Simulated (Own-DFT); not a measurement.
# How strain changes the stress of grey tin, 32 atoms (Sn32)

These are calculations, not measurements. The program, named Own-DFT, is a retired in-house plane-wave density functional code that no person has reviewed. Each row is one single-point run on a periodic cell that was not relaxed, without spin or spin-orbit coupling.

Settings of every run: PBE; PseudoDojo norm-conserving scalar-relativistic files; cutoff 42 hartree; 3 x 3 x 5 k mesh centred on Gamma; cold (Marzari-Vanderbilt) smearing of 0.2 eV.

Known limits: forces on such cells failed a check on a denser k mesh; stress not checked against mesh or cutoff.

Unstrained cell vectors in Å: (12.978, 0.000, 0.000); (0.000, 12.978, 0.000); (0.000, 0.000, 6.489). The unstrained cell has measured lattice constants (interpolated for alloys), not those of this functional. That, the random moves and any unrelaxed bonds set the pressure at no strain. Each run strains this cell uniformly, with the atoms carried along. Every atom was also moved at random, by a Gaussian of width 0.05 Å on each axis. Strain is the symmetric tensor, in per cent. Stress is positive in tension, and the pressure is minus a third of its trace.

| run | e_xx (%) | e_yy (%) | e_zz (%) | s_xx (GPa) | s_yy (GPa) | s_zz (GPa) | P (GPa) | E (meV/atom) |
|---|---|---|---|---|---|---|---|---|
| 1 | 2.25 | 2.25 | 0.00 | -1.37 | -1.39 | -1.99 | 1.58 | 11.7 |
| 2 | -1.50 | -1.50 | 0.00 | -5.53 | -5.48 | -5.08 | 5.37 | 65.6 |
| 3 | -2.50 | -2.50 | 0.00 | -6.74 | -6.80 | -5.94 | 6.49 | 75.6 |
| 4 | 3.00 | 3.00 | 0.00 | -0.61 | -0.62 | -1.40 | 0.88 | 0.0 |
| 5 | -2.00 | -2.00 | 0.00 | -6.32 | -6.27 | -5.66 | 6.08 | 90.1 |
| 6 | 1.75 | 1.75 | 0.00 | -1.81 | -1.79 | -2.30 | 1.97 | 9.7 |
| 7 | 0.25 | 0.25 | 0.00 | -3.46 | -3.38 | -3.39 | 3.41 | 30.2 |
| 8 | -0.50 | -0.50 | 0.00 | -4.18 | -4.22 | -3.98 | 4.13 | 35.0 |
| 9 | -1.00 | -1.00 | 0.00 | ? | ? | ? | ? | ? |

E is the free energy for each atom above the lowest run shown.

## Worked fit

The change of volume is close to e_xx + e_yy + e_zz. A straight line through the runs shown gives P = 3.85 - 51 x (fractional change of volume) GPa, with an error of 2 on the slope and a scatter of 0.17 GPa. The strain isn't the same on all axes, but the crystal is cubic, so the slope still estimates the bulk modulus, averaged over pressures from 0.9 to 6.5 GPa.

## Withheld run

Question: what pressure should run 9 give? Its volume changes by -1.99 %.

The line gives 4.9 GPa. The calculation gave 4.61 GPa.
